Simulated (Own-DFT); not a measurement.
# Response to strain: zincblende InP, 96 atoms (In48P48)

Calculated results; nothing here was measured. The program, named Own-DFT, is a retired in-house plane-wave density functional code that no person has reviewed. Each row is one single-point run on a periodic cell that was not relaxed, without spin or spin-orbit coupling.

Settings of every run: PBE; PseudoDojo norm-conserving scalar-relativistic files; cutoff 36 hartree; 2 x 3 x 3 k mesh centred on Gamma; Fermi-Dirac smearing of 0.1 eV.

Known limits: forces not confirmed at this smearing and k mesh; stress not checked against mesh or cutoff.

Unstrained cell vectors in Å: (17.606, 0.000, 0.000); (0.000, 11.737, 0.000); (0.000, 0.000, 11.737). The unstrained cell has measured lattice constants (interpolated for alloys), not those of this functional. That, the random moves and any unrelaxed bonds set the pressure at no strain. Each run strains this cell uniformly, with the atoms carried along. Every atom was also moved at random, by a Gaussian of width 0.05 Å on each axis. Strain is the symmetric tensor, in per cent. Stress is positive in tension, and the pressure is minus a third of its trace.

| run | e_xx (%) | e_yy (%) | e_zz (%) | e_yz (%) | e_xz (%) | e_xy (%) | s_xx (GPa) | s_yy (GPa) | s_zz (GPa) | s_yz (GPa) | s_xz (GPa) | s_xy (GPa) | P (GPa) | E (meV/atom) |
|---|---|---|---|---|---|---|---|---|---|---|---|---|---|---|
| 1 | 1.89 | -0.06 | -1.97 | -0.86 | -0.97 | 1.60 | -3.09 | -3.92 | -4.51 | -0.88 | -1.65 | 2.43 | 3.84 | 26.4 |
| 2 | 1.91 | -1.06 | 0.51 | -1.11 | -1.72 | -1.37 | -2.20 | -3.28 | -2.73 | -1.84 | -2.10 | -1.96 | 2.74 | 17.4 |
| 3 | 1.32 | 1.87 | 0.61 | 1.05 | 0.29 | -0.62 | -1.02 | -0.81 | -1.32 | 1.24 | 0.16 | -0.83 | 1.05 | 3.6 |
| 4 | -1.38 | -1.00 | -0.18 | 0.75 | 0.52 | -1.40 | -5.84 | -5.60 | -5.31 | 0.67 | 0.59 | -1.71 | 5.58 | 33.8 |
| 5 | -1.54 | -0.08 | 0.96 | -1.99 | -1.09 | -1.55 | -5.03 | -4.45 | -4.08 | -3.23 | -1.46 | -2.35 | 4.52 | 43.4 |
| 6 | 1.73 | -1.99 | -1.27 | -0.83 | -1.20 | 0.68 | -3.93 | -5.38 | -5.10 | -1.25 | -1.50 | 0.81 | 4.80 | 29.5 |
| 7 | 1.54 | -0.29 | -0.83 | 0.64 | 1.96 | -1.64 | -3.04 | -3.67 | -3.89 | 1.30 | 2.96 | -2.40 | 3.53 | 25.8 |
| 8 | -1.59 | 0.01 | -1.49 | -1.97 | -0.24 | -0.16 | -6.48 | -5.80 | -6.40 | -3.09 | -0.22 | -0.48 | 6.23 | 50.6 |
| 9 | -1.52 | -0.27 | -0.45 | -1.12 | 1.03 | -1.35 | -5.82 | -5.32 | -5.43 | -1.72 | 1.41 | -2.10 | 5.52 | 42.2 |
| 10 | -1.72 | -1.76 | 0.28 | -0.82 | -1.51 | 1.46 | -6.85 | -6.90 | -6.04 | -1.19 | -2.12 | 3.44 | 6.60 | 64.3 |
| 11 | -1.60 | 1.29 | -1.14 | -0.35 | -1.12 | 1.67 | -5.38 | -4.19 | -5.32 | -0.19 | -2.47 | 2.63 | 4.96 | 39.7 |
| 12 | -1.51 | -1.26 | -0.83 | -0.69 | -0.41 | 0.47 | -6.65 | -6.47 | -6.44 | -0.96 | -0.36 | 0.43 | 6.52 | 44.0 |
| 13 | 0.06 | 1.61 | -1.74 | 1.21 | 0.20 | -1.77 | -3.86 | -3.11 | -4.46 | 1.99 | 0.19 | -2.27 | 3.81 | 27.1 |
| 14 | 0.48 | -0.24 | -0.77 | 1.72 | 1.10 | -0.65 | -4.08 | -4.25 | -4.58 | 2.84 | 2.60 | -1.19 | 4.30 | 34.9 |
| 15 | 1.88 | 1.70 | 1.01 | -0.62 | -1.40 | -0.73 | -0.35 | -0.39 | -0.74 | -0.61 | -1.60 | -0.68 | 0.50 | 0.0 |
| 16 | -0.19 | -1.74 | 1.70 | -1.99 | 0.33 | -1.68 | ? | ? | ? | ? | ? | ? | ? | ? |

E is the free energy for each atom above the lowest run shown.

## Worked fit

Each stress component was fitted by least squares to a constant and the strains of the runs shown, as fractions, with shears doubled. Shear strains stay in the fit of a normal stress only where such slopes are resolved. The slopes, in GPa:

```
stress  at no strain  per e_xx  per e_yy  per e_zz  scatter
  s_xx          -3.9   105 ± 2    60 ± 3    56 ± 3     0.12
  s_yy          -3.9    65 ± 2   100 ± 3    55 ± 4     0.14
  s_zz          -3.9    67 ± 2    60 ± 3    93 ± 3     0.12
```

Each shear stress against twice its own strain: yz 74 ± 4, xz 72 ± 9, xy 77 ± 6 GPa. These are stiffnesses along x, y and z of the frame in which the cell vectors are given, which need not be the crystal's axes. The atoms are held to the strained lattice; where symmetry lets them move under strain, relaxing them would lower some slopes. The table should be nearly symmetric about its diagonal, and what it lacks of that shows the noise. A ninth of its sum, 73 ± 2 GPa, estimates the bulk modulus near the mean pressure of these runs, 4.3 GPa, so it lies above the value at zero pressure.

## Withheld run

Question: what normal stresses and pressure should run 16 give?

The fit gives s_xx = -4.2, s_yy = -4.8, s_zz = -3.5 and P = 4.2 GPa. The calculation gave -4.13, -4.50, -3.21 and P = 3.95 GPa.
